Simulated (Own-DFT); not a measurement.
Hf32O63 (monoclinic hafnia with one vacancy, atoms displaced) (calculated)

A calculation, not a measurement: plane-wave density functional theory by an unreviewed code, no spin, of a simulated periodic cell, stress positive in tension, run twice, with PBE and with PBEsol, both on files made for PBE, so the change isn't that of files made for PBEsol, defect cell not probed for a lower state with spin; hafnium file: forces about 75 meV/angstrom off all-electron values; oxygen file: force components 24 meV/angstrom off all-electron in one glass; forces on such cells passed a denser k mesh, this cell's mesh not checked; the far tail of each file's local potential was reset to the Coulomb form; each entry is a single point on an unrelaxed cell, so the pressure reflects the starting lattice, mostly measured values (interpolated for alloys), from which strain is counted, and rises with the displacements; printed positions are rounded, which can move forces by about a meV/angstrom; the program, named Own-DFT, is a retired in-house code; no spin-orbit coupling; stress was not checked against mesh or cutoff. Program: Own-DFT development build.

Common to all runs: functional PBE, then PBEsol; potential files PseudoDojo norm-conserving, scalar-relativistic, standard set; wave cutoff 72 hartree; occupations Fermi-Dirac; smearing width 0.1 eV; k mesh 2 x 2 x 2 centred on Gamma.

(1) Hf32O63 (monoclinic hafnia with one vacancy, atoms displaced)

```
Hf32O63
1.0
     10.2340     0.0000     0.0000
      0.0000    10.3500     0.0000
     -1.6955     0.0000    10.4453
Hf O Hf O Hf O Hf O Hf O Hf O Hf O Hf O
4 8 4 8 4 8 4 8 4 8 4 8 4 7 4 8
Direct
  0.13933 0.01648 0.10543
  0.35696 0.26954 0.14098
  0.36419 0.47922 0.39098
  0.14167 0.23020 0.35762
  0.03293 0.16700 0.17331
  0.45814 0.41919 0.07580
  0.45957 0.33906 0.32584
  0.04189 0.08306 0.42649
  0.22458 0.38061 0.23639
  0.27441 0.12503 0.00720
  0.27171 0.11566 0.26196
  0.22495 0.37629 0.49224
  0.14188 0.02082 0.60476
  0.36042 0.27051 0.64255
  0.35972 0.47995 0.89941
  0.14187 0.22665 0.85034
  0.03873 0.16505 0.67446
  0.46371 0.41824 0.57614
  0.46221 0.33381 0.83088
  0.03356 0.08662 0.92472
  0.23221 0.37485 0.73764
  0.27597 0.13456 0.50804
  0.28356 0.11914 0.75920
  0.22285 0.37091 0.99126
  0.13556 0.52090 0.10045
  0.36415 0.76774 0.14381
  0.36008 0.97870 0.39528
  0.14153 0.73237 0.35476
  0.03868 0.66643 0.17133
  0.46017 0.91918 0.07270
  0.46774 0.83289 0.32478
  0.03230 0.58588 0.42380
  0.23160 0.87878 0.23803
  0.27298 0.62958 0.01250
  0.27286 0.62021 0.26284
  0.22209 0.87012 0.48830
  0.13244 0.51680 0.60225
  0.35996 0.76870 0.64683
  0.36155 0.98073 0.89833
  0.14114 0.72622 0.85811
  0.04062 0.66868 0.67461
  0.46200 0.91310 0.57242
  0.46082 0.83889 0.82544
  0.03618 0.57909 0.92196
  0.22191 0.87972 0.73742
  0.27464 0.62853 0.51404
  0.28028 0.62202 0.75886
  0.21810 0.87139 0.98927
  0.64138 0.02211 0.10227
  0.86147 0.26893 0.14623
  0.86852 0.48057 0.39231
  0.64444 0.23412 0.35704
  0.53518 0.16843 0.16901
  0.96813 0.41170 0.07540
  0.95886 0.33625 0.32542
  0.53974 0.07801 0.42307
  0.72988 0.37555 0.24315
  0.77343 0.12872 0.01162
  0.76904 0.12500 0.25722
  0.72479 0.36917 0.48725
  0.62821 0.02510 0.59842
  0.86510 0.26947 0.64386
  0.86401 0.47655 0.89586
  0.64201 0.22628 0.85661
  0.53338 0.17145 0.67321
  0.96403 0.41404 0.57438
  0.96305 0.33243 0.82662
  0.53323 0.08437 0.92666
  0.72472 0.38161 0.74346
  0.77692 0.13075 0.50924
  0.77364 0.12531 0.75973
  0.71885 0.37029 0.98789
  0.63967 0.51706 0.10812
  0.86681 0.77519 0.14255
  0.85890 0.97871 0.39674
  0.63728 0.72857 0.35082
  0.53795 0.66417 0.17325
  0.96322 0.91213 0.07396
  0.53425 0.58366 0.42539
  0.72441 0.87624 0.23712
  0.77754 0.62462 0.00852
  0.77719 0.61966 0.26192
  0.72105 0.87619 0.48933
  0.63557 0.52221 0.59940
  0.86190 0.77127 0.64477
  0.86682 0.98530 0.89166
  0.64013 0.73143 0.85513
  0.54306 0.66188 0.67123
  0.95656 0.91745 0.58031
  0.96319 0.83154 0.82426
  0.53683 0.58336 0.92309
  0.72621 0.87798 0.73893
  0.77379 0.62633 0.51210
  0.77597 0.62002 0.75702
  0.72290 0.87188 0.99190
```

- PBE pressure: 4.11 GPa
- PBE stress xx: -3.82 GPa
- PBE stress yy: -4.17 GPa
- PBE stress zz: -4.34 GPa
- PBE stress yz: -0.16 GPa
- PBE stress xz: -0.22 GPa
- PBE stress xy: -0.14 GPa
- PBEsol pressure: -2.28 GPa
- PBEsol stress xx: 2.56 GPa
- PBEsol stress yy: 2.18 GPa
- PBEsol stress zz: 2.09 GPa
- PBEsol stress yz: -0.16 GPa
- PBEsol stress xz: 0.11 GPa
- PBEsol stress xy: -0.1 GPa
- rms change of force components from PBE to PBEsol: 0.046 eV/Å

Force:
```csv
force element,PBE force x (eV/Å),PBE force y (eV/Å),PBE force z (eV/Å),PBEsol force x (eV/Å),PBEsol force y (eV/Å),PBEsol force z (eV/Å)
Hf,-0.609,0.565,0.07,-0.575,0.591,0.041
Hf,0.994,0.183,0.663,0.966,0.251,0.66
Hf,-0.875,0.649,1.298,-0.847,0.58,1.296
Hf,-0.71,0.478,-0.924,-0.676,0.405,-0.92
O,0.475,-0.543,0.173,0.467,-0.505,0.213
O,0.56,-0.105,0.888,0.53,-0.096,0.807
O,1.524,-1.715,-0.429,1.463,-1.665,-0.46
O,-1.081,-0.317,-0.514,-1.04,-0.314,-0.44
O,-0.46,-0.577,0.241,-0.38,-0.568,0.227
O,-0.364,0.501,0.469,-0.411,0.481,0.454
O,0.194,0.786,-0.312,0.117,0.76,-0.295
O,-0.413,-0.683,-1.005,-0.343,-0.671,-0.973
Hf,-0.547,-0.525,0.078,-0.521,-0.454,0.065
Hf,1.04,1.325,0.922,0.999,1.344,0.928
Hf,1.532,-0.332,-1.245,1.509,-0.384,-1.187
Hf,-0.261,0.765,0.54,-0.251,0.703,0.503
O,-0.063,-0.102,-0.209,-0.048,-0.085,-0.154
O,-0.175,-0.502,-0.121,-0.181,-0.477,-0.176
O,0.489,-0.334,0.028,0.459,-0.332,-0.018
O,0.414,0.122,-0.141,0.406,0.091,-0.103
O,-1.609,0.498,0.294,-1.505,0.469,0.283
O,0.2,-0.777,0.035,0.122,-0.759,0.033
O,-0.749,0.168,-0.286,-0.803,0.176,-0.278
O,-0.217,-0.509,-0.721,-0.14,-0.489,-0.693
Hf,-0.029,-0.452,1.031,-0.022,-0.405,0.976
Hf,0.328,0.637,0.318,0.315,0.677,0.34
Hf,0.878,-0.499,-0.308,0.859,-0.54,-0.284
Hf,-0.429,-0.92,-0.185,-0.228,-1.045,-0.178
O,-0.716,0.813,0.402,-0.693,0.816,0.434
O,0.205,-0.712,1.003,0.181,-0.684,0.918
O,-0.464,0.287,-0.008,-0.458,0.259,-0.055
O,0.853,0.781,-0.265,0.846,0.725,-0.211
O,-0.622,-0.42,0.278,-0.54,-0.417,0.278
O,0.378,0.04,-0.189,0.301,0.036,-0.188
O,0.389,0.472,-0.351,0.308,0.472,-0.331
O,-0.049,0.514,-0.068,0.018,0.499,-0.078
Hf,1.245,1.041,0.681,1.224,1.06,0.625
Hf,0.548,-0.572,0.149,0.509,-0.518,0.171
Hf,0.276,-0.355,-0.624,0.28,-0.387,-0.582
Hf,-0.704,0.496,-1.345,-0.684,0.441,-1.341
O,-0.284,-0.288,-0.242,-0.268,-0.273,-0.184
O,-0.001,0.239,0.296,-0.009,0.263,0.235
O,0.914,-0.906,-0.151,0.872,-0.898,-0.191
O,0.297,0.444,-0.341,0.303,0.42,-0.271
O,-0.129,-0.162,0.12,-0.06,-0.162,0.103
O,-0.157,0.222,-0.428,-0.219,0.227,-0.417
O,-0.449,-0.22,0.815,-0.499,-0.197,0.8
O,0.186,-0.104,0.056,0.236,-0.094,0.061
Hf,-1.213,-0.242,0.266,-1.177,-0.176,0.22
Hf,0.277,0.35,-0.389,0.267,0.385,-0.344
Hf,-1.92,0.575,0.536,-1.882,0.507,0.543
Hf,-1.355,-0.412,-0.907,-1.275,-0.435,-0.905
O,-0.605,0.363,0.342,-0.58,0.361,0.367
O,-0.468,-0.033,0.106,-0.463,-0.01,0.053
O,1.937,-1.329,0.204,1.865,-1.3,0.151
O,-0.649,0.866,-0.965,-0.625,0.817,-0.859
O,-0.977,0.532,-0.685,-0.889,0.501,-0.662
O,0.714,-0.156,-0.327,0.625,-0.157,-0.319
O,0.875,-0.86,0.761,0.786,-0.826,0.741
O,0.181,0.254,0.284,0.238,0.232,0.257
Hf,0.999,-0.872,1.334,0.968,-0.81,1.246
Hf,-1.219,0.56,0.637,-1.196,0.596,0.651
Hf,-1.383,0.541,-0.623,-1.357,0.484,-0.591
Hf,-1.451,1.371,-0.504,-1.404,1.305,-0.506
O,0.382,-0.654,-0.235,0.375,-0.63,-0.184
O,0.215,-0.076,0.215,0.209,-0.056,0.16
O,1.162,-0.706,-0.233,1.122,-0.702,-0.276
O,0.341,0.229,-0.527,0.342,0.203,-0.46
O,0.253,-0.594,-0.679,0.318,-0.589,-0.649
O,0.1,-0.086,-0.017,0.036,-0.094,-0.036
O,0.473,-0.505,-0.04,0.406,-0.48,-0.021
O,0.487,-0.075,0.736,0.534,-0.076,0.711
Hf,0.216,0.222,-1.243,0.221,0.27,-1.247
Hf,-0.959,-1.534,0.436,-0.983,-1.492,0.282
Hf,0.293,-0.18,-0.043,0.154,-0.085,0.091
Hf,0.59,-0.082,1.062,0.57,-0.129,1.006
O,-0.555,0.155,-0.186,-0.534,0.169,-0.125
O,1.101,1.187,-0.066,1.052,1.155,-0.109
O,0.035,0.547,-1.134,0.043,0.509,-1.056
O,0.683,0.441,0.539,0.73,0.437,0.522
O,-0.038,0.412,0.602,-0.099,0.401,0.589
O,-0.012,-0.038,-0.375,-0.089,-0.057,-0.363
O,0.191,-0.539,-0.701,0.259,-0.502,-0.697
Hf,0.804,-0.881,1.345,0.782,-0.79,1.293
Hf,-0.726,-1.021,0.365,-0.721,-0.947,0.396
Hf,-0.995,-1.522,-0.274,-0.968,-1.535,-0.24
Hf,0.092,-0.752,-0.445,0.11,-0.787,-0.461
O,-1.963,1.867,0.556,-1.899,1.823,0.583
O,1.627,1.252,-0.897,1.568,1.238,-0.929
O,0.44,0.344,0.847,0.42,0.329,0.772
O,-0.37,0.198,0.27,-0.354,0.178,0.314
O,-0.401,0.639,-0.086,-0.319,0.601,-0.082
O,0.468,0.565,-0.609,0.382,0.545,-0.588
O,0.406,0.135,0.819,0.327,0.142,0.799
O,0.163,0.151,-0.507,0.212,0.15,-0.482
```

(2) Hf32O63 (monoclinic hafnia with one vacancy, atoms displaced)

```
Hf32O63
1.0
     10.2340     0.0000     0.0000
      0.0000    10.3500     0.0000
     -1.6955     0.0000    10.4453
Hf O Hf O Hf O Hf O Hf O Hf O Hf O Hf O
4 8 4 8 4 8 4 8 4 8 4 8 4 7 4 8
Direct
  0.13475 0.02189 0.10905
  0.36793 0.27265 0.14668
  0.35772 0.47943 0.39726
  0.14147 0.22274 0.35350
  0.03160 0.16774 0.17536
  0.46391 0.41457 0.07724
  0.46268 0.33238 0.32384
  0.03826 0.08714 0.42568
  0.22834 0.37910 0.23907
  0.27767 0.13047 0.00548
  0.28167 0.12044 0.26519
  0.22638 0.36821 0.48523
  0.14217 0.02030 0.60221
  0.36322 0.27222 0.64789
  0.36527 0.47774 0.90065
  0.13710 0.23078 0.85387
  0.04077 0.16767 0.67063
  0.46071 0.41862 0.57612
  0.46042 0.33298 0.82458
  0.03972 0.08433 0.92602
  0.22575 0.38048 0.73948
  0.27089 0.13158 0.50929
  0.27439 0.12523 0.76279
  0.22234 0.37753 0.99218
  0.13310 0.51751 0.10176
  0.36740 0.77090 0.14794
  0.35924 0.98071 0.39595
  0.13688 0.72794 0.35921
  0.03664 0.66487 0.17257
  0.46792 0.91205 0.07776
  0.46427 0.83175 0.32983
  0.03629 0.58293 0.42511
  0.22341 0.87833 0.24657
  0.27639 0.63035 0.00219
  0.27188 0.62302 0.25795
  0.22892 0.87263 0.48911
  0.14365 0.51682 0.60133
  0.36215 0.77465 0.64923
  0.36816 0.98249 0.89748
  0.13774 0.72791 0.85392
  0.04033 0.66452 0.67125
  0.46828 0.91569 0.57384
  0.46764 0.83243 0.82489
  0.03488 0.58531 0.92190
  0.22927 0.88317 0.73773
  0.27703 0.63266 0.51586
  0.27778 0.62144 0.75964
  0.22717 0.87090 0.98452
  0.63787 0.01339 0.10082
  0.86181 0.27166 0.14570
  0.85979 0.47951 0.39372
  0.63860 0.23278 0.35157
  0.54039 0.16482 0.17386
  0.96400 0.41685 0.07295
  0.96642 0.33154 0.33078
  0.54003 0.08375 0.41871
  0.72166 0.38096 0.24307
  0.77172 0.12446 0.00963
  0.77619 0.12161 0.25688
  0.72497 0.36739 0.49379
  0.63761 0.02188 0.60484
  0.86619 0.27077 0.64482
  0.85919 0.48081 0.89277
  0.63928 0.23617 0.85508
  0.53782 0.16715 0.67314
  0.96406 0.41623 0.58200
  0.96691 0.33548 0.82302
  0.53847 0.08081 0.92224
  0.72440 0.37400 0.73972
  0.77389 0.12679 0.50479
  0.77324 0.12487 0.75949
  0.72528 0.36883 0.99265
  0.63861 0.52434 0.10286
  0.86265 0.77479 0.14989
  0.86468 0.98326 0.39593
  0.63920 0.73198 0.35218
  0.53699 0.66928 0.17967
  0.96110 0.91700 0.07304
  0.53488 0.58174 0.42300
  0.72357 0.87713 0.23780
  0.77820 0.62729 0.01445
  0.77540 0.62079 0.25854
  0.72375 0.87162 0.49126
  0.63407 0.52216 0.60043
  0.86228 0.77209 0.64584
  0.86474 0.97944 0.89143
  0.63796 0.72891 0.85080
  0.53366 0.66234 0.67044
  0.96253 0.91589 0.57372
  0.96152 0.83486 0.82966
  0.53507 0.58234 0.92142
  0.72669 0.88182 0.73754
  0.77116 0.62605 0.50855
  0.77444 0.61994 0.76133
  0.72416 0.86814 0.98890
```

- PBE pressure: 4.08 GPa
- PBE stress xx: -4.37 GPa
- PBE stress yy: -3.84 GPa
- PBE stress zz: -4.02 GPa
- PBE stress yz: 0.49 GPa
- PBE stress xz: -0.13 GPa
- PBE stress xy: -0.2 GPa
- PBEsol pressure: -2.31 GPa
- PBEsol stress xx: 2.04 GPa
- PBEsol stress yy: 2.49 GPa
- PBEsol stress zz: 2.4 GPa
- PBEsol stress yz: 0.44 GPa
- PBEsol stress xz: 0.2 GPa
- PBEsol stress xy: -0.16 GPa
- rms change of force components from PBE to PBEsol: 0.045 eV/Å

Force:
```csv
force element,PBE force x (eV/Å),PBE force y (eV/Å),PBE force z (eV/Å),PBEsol force x (eV/Å),PBEsol force y (eV/Å),PBEsol force z (eV/Å)
Hf,0.627,-0.577,-0.938,0.595,-0.512,-0.95
Hf,-0.74,-0.826,-0.152,-0.714,-0.742,-0.109
Hf,0.763,0.307,-0.987,0.741,0.242,-0.939
Hf,-0.156,1.911,-0.012,-0.146,1.823,-0.017
O,0.763,-0.631,-0.328,0.755,-0.606,-0.27
O,1.096,0.746,-0.041,1.053,0.737,-0.093
O,0.243,0.426,0.71,0.231,0.392,0.628
O,-1.013,-1.09,-0.446,-0.984,-1.079,-0.389
O,-0.523,-0.138,-0.052,-0.438,-0.135,-0.045
O,-0.089,0.08,1.177,-0.145,0.071,1.134
O,-0.605,0.155,-0.949,-0.666,0.149,-0.897
O,-0.51,0.252,0.47,-0.431,0.256,0.462
Hf,-0.404,0.208,0.906,-0.375,0.268,0.866
Hf,-0.036,-0.483,-0.316,-0.039,-0.419,-0.271
Hf,-1.344,0.839,-1.132,-1.323,0.786,-1.078
Hf,0.572,0.069,0.18,0.57,0.014,0.142
O,-0.489,-0.216,0.001,-0.464,-0.195,0.05
O,0.189,-0.202,0.201,0.171,-0.18,0.142
O,0.896,-0.198,0.63,0.867,-0.209,0.559
O,-0.652,-0.118,-0.183,-0.628,-0.135,-0.127
O,-0.099,-0.144,-0.03,-0.032,-0.149,-0.04
O,0.845,-0.436,0.384,0.743,-0.439,0.359
O,0.604,-0.434,-0.397,0.525,-0.415,-0.387
O,0.142,-0.904,-0.542,0.199,-0.865,-0.528
Hf,1.119,0.798,0.333,1.097,0.81,0.288
Hf,-1.792,-0.378,-0.206,-1.731,-0.327,-0.164
Hf,1.581,-0.443,0.142,1.531,-0.486,0.152
Hf,0.353,0.185,-1.143,0.527,0.028,-1.122
O,-1.07,1.048,0.669,-1.045,1.039,0.706
O,-0.069,0.258,-0.209,-0.066,0.267,-0.251
O,0.014,0.267,-0.174,0.014,0.245,-0.231
O,-0.343,-0.03,-0.469,-0.304,-0.038,-0.414
O,0.002,0.373,-0.955,0.075,0.36,-0.912
O,0.061,0.034,1.162,-0.004,0.024,1.115
O,0.264,-0.274,0.574,0.184,-0.257,0.58
O,-0.814,-0.069,0.24,-0.729,-0.064,0.231
Hf,-0.835,0.516,1.077,-0.808,0.562,1.042
Hf,0.277,-0.621,-0.535,0.261,-0.566,-0.497
Hf,-1.22,-0.133,-0.459,-1.199,-0.165,-0.424
Hf,0.689,-0.095,-0.11,0.69,-0.159,-0.118
O,-0.821,0.602,-0.013,-0.787,0.598,0.041
O,-0.314,0.018,0.431,-0.319,0.039,0.376
O,0.102,0.291,0.388,0.096,0.26,0.322
O,-0.613,-0.245,-0.168,-0.586,-0.255,-0.116
O,-0.383,-0.057,0.099,-0.297,-0.059,0.082
O,0.05,-0.499,-0.818,-0.02,-0.496,-0.8
O,0.094,-0.054,0.144,0.026,-0.043,0.137
O,-0.261,0.349,0.836,-0.19,0.335,0.802
Hf,0.622,1.513,0.417,0.618,1.525,0.371
Hf,-0.584,-0.441,0.306,-0.575,-0.4,0.329
Hf,0.219,-0.337,0.912,0.194,-0.379,0.913
Hf,-0.034,-1,0.529,-0.03,-1.031,0.49
O,-0.607,0.096,-0.679,-0.589,0.119,-0.605
O,-0.355,-0.495,0.33,-0.35,-0.456,0.275
O,-0.254,0.316,-0.332,-0.265,0.297,-0.379
O,-0.974,-0.365,0.252,-0.939,-0.362,0.296
O,0.398,0.248,-0.649,0.452,0.234,-0.628
O,0.719,0.743,0.061,0.635,0.722,0.062
O,0.443,-0.203,0.337,0.378,-0.193,0.339
O,0.08,0.409,-0.534,0.149,0.405,-0.53
Hf,0.255,0.374,-0.82,0.256,0.408,-0.831
Hf,-0.671,-0.382,-0.223,-0.659,-0.306,-0.185
Hf,0.632,-0.232,0.156,0.615,-0.266,0.181
Hf,0.069,-1.44,-0.29,0.093,-1.452,-0.322
O,-0.884,0.394,-0.091,-0.853,0.402,-0.036
O,0.598,0.678,-0.753,0.574,0.656,-0.78
O,-0.338,0.232,0.542,-0.337,0.206,0.474
O,-0.156,0.319,-0.288,-0.16,0.283,-0.223
O,-0.22,0.831,0.185,-0.154,0.792,0.198
O,0.617,0.223,0.643,0.545,0.196,0.608
O,0.61,-0.412,0.262,0.528,-0.399,0.256
O,-0.183,0.551,-0.096,-0.115,0.539,-0.101
Hf,0.156,-0.166,0.477,0.174,-0.115,0.445
Hf,0.846,-0.886,-0.626,0.754,-0.882,-0.758
Hf,-0.63,-0.216,-0.118,-0.724,-0.097,0.016
Hf,-0.123,-0.272,1.446,-0.122,-0.316,1.383
O,0.099,-0.835,-1.262,0.106,-0.781,-1.179
O,0.594,0.143,0.785,0.56,0.15,0.715
O,-0.187,0.123,-0.442,-0.173,0.102,-0.365
O,0.472,0.109,0.628,0.52,0.096,0.593
O,-0.223,-0.119,-0.471,-0.282,-0.125,-0.45
O,0.148,-0.004,0.178,0.07,-0.01,0.162
O,0.348,-0.184,-0.436,0.399,-0.169,-0.422
Hf,0.412,-0.668,0.169,0.396,-0.591,0.127
Hf,0.295,-0.669,-0.54,0.278,-0.595,-0.508
Hf,-0.984,0.946,0.635,-0.967,0.869,0.651
Hf,0.126,0.015,0.364,0.118,-0.029,0.33
O,-0.171,0.702,0.454,-0.152,0.696,0.49
O,0.782,0.245,0.09,0.742,0.272,0.036
O,0.924,-0.833,-0.696,0.882,-0.815,-0.729
O,0.507,0.24,0.378,0.499,0.22,0.424
O,-0.238,-0.443,0.193,-0.163,-0.435,0.182
O,0.589,0.469,0.226,0.502,0.444,0.215
O,0.177,0.229,-0.274,0.11,0.227,-0.256
O,-0.07,0.02,-0.32,-0.016,0.032,-0.301
```
